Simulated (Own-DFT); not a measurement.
# Strain and stress in diamond-structure SiGeSn with randomly placed atoms, 64 atoms (Ge40Si16Sn8)

All numbers below are calculated, not measured. The program, named Own-DFT, is a retired in-house plane-wave density functional code that no person has reviewed. Each row is one single-point run on a periodic cell that was not relaxed, without spin or spin-orbit coupling.

Settings of every run: PBE; PseudoDojo norm-conserving scalar-relativistic files; cutoff 49 hartree; 3 x 3 x 3 k mesh centred on Gamma; Fermi-Dirac smearing of 0.1 eV.

Known limits: forces on such cells moved up to 12 meV/angstrom on a denser k mesh; stress not checked against mesh or cutoff.

Unstrained cell vectors in Å: (11.410, 0.000, 0.000); (0.000, 11.410, 0.000); (0.000, 0.000, 11.410). The unstrained cell has measured lattice constants (interpolated for alloys), not those of this functional. That, the random moves and any unrelaxed bonds set the pressure at no strain. Each run strains this cell uniformly, with the atoms carried along. Every atom was also moved at random, by a Gaussian of width 0.05 Å on each axis. The random placing of the alloy's atoms differs from row to row. Strain is the symmetric tensor, in per cent. Stress is positive in tension, and the pressure is minus a third of its trace.

| run | e_xx (%) | e_yy (%) | e_zz (%) | s_xx (GPa) | s_yy (GPa) | s_zz (GPa) | P (GPa) | E (meV/atom) |
|---|---|---|---|---|---|---|---|---|
| 1 | 2.00 | 2.00 | 0.00 | -1.58 | -1.45 | -2.83 | 1.95 | 13.8 |
| 2 | -0.75 | -0.75 | 0.00 | -5.86 | -5.92 | -5.39 | 5.72 | 17.1 |
| 3 | 0.75 | 0.75 | 0.00 | -3.56 | -3.43 | -3.99 | 3.66 | 18.6 |
| 4 | -2.00 | -2.00 | 0.00 | -8.82 | -8.80 | -7.39 | 8.34 | 65.6 |
| 5 | -1.00 | -1.00 | 0.00 | -6.66 | -6.77 | -6.05 | 6.49 | 44.1 |
| 6 | 0.25 | 0.25 | 0.00 | -4.60 | -4.64 | -4.56 | 4.60 | 39.2 |
| 7 | 1.00 | 1.00 | 0.00 | -2.95 | -2.98 | -3.46 | 3.13 | 6.5 |
| 8 | 2.75 | 2.75 | 0.00 | -0.21 | -0.40 | -1.89 | 0.83 | 0.0 |
| 9 | -1.25 | -1.25 | 0.00 | ? | ? | ? | ? | ? |

E is the free energy for each atom above the lowest run shown.

## Worked fit

The change of volume is close to e_xx + e_yy + e_zz. A straight line through the runs shown gives P = 4.94 - 77 x (fractional change of volume) GPa, with an error of 3 on the slope and a scatter of 0.26 GPa. The strain isn't the same on all axes, but the crystal is cubic, so the slope still estimates the bulk modulus, averaged over pressures from 0.8 to 8.3 GPa.

## Withheld run

Question: what pressure should run 9 give? Its volume changes by -2.48 %.

The line gives 6.9 GPa. The calculation gave 6.92 GPa.
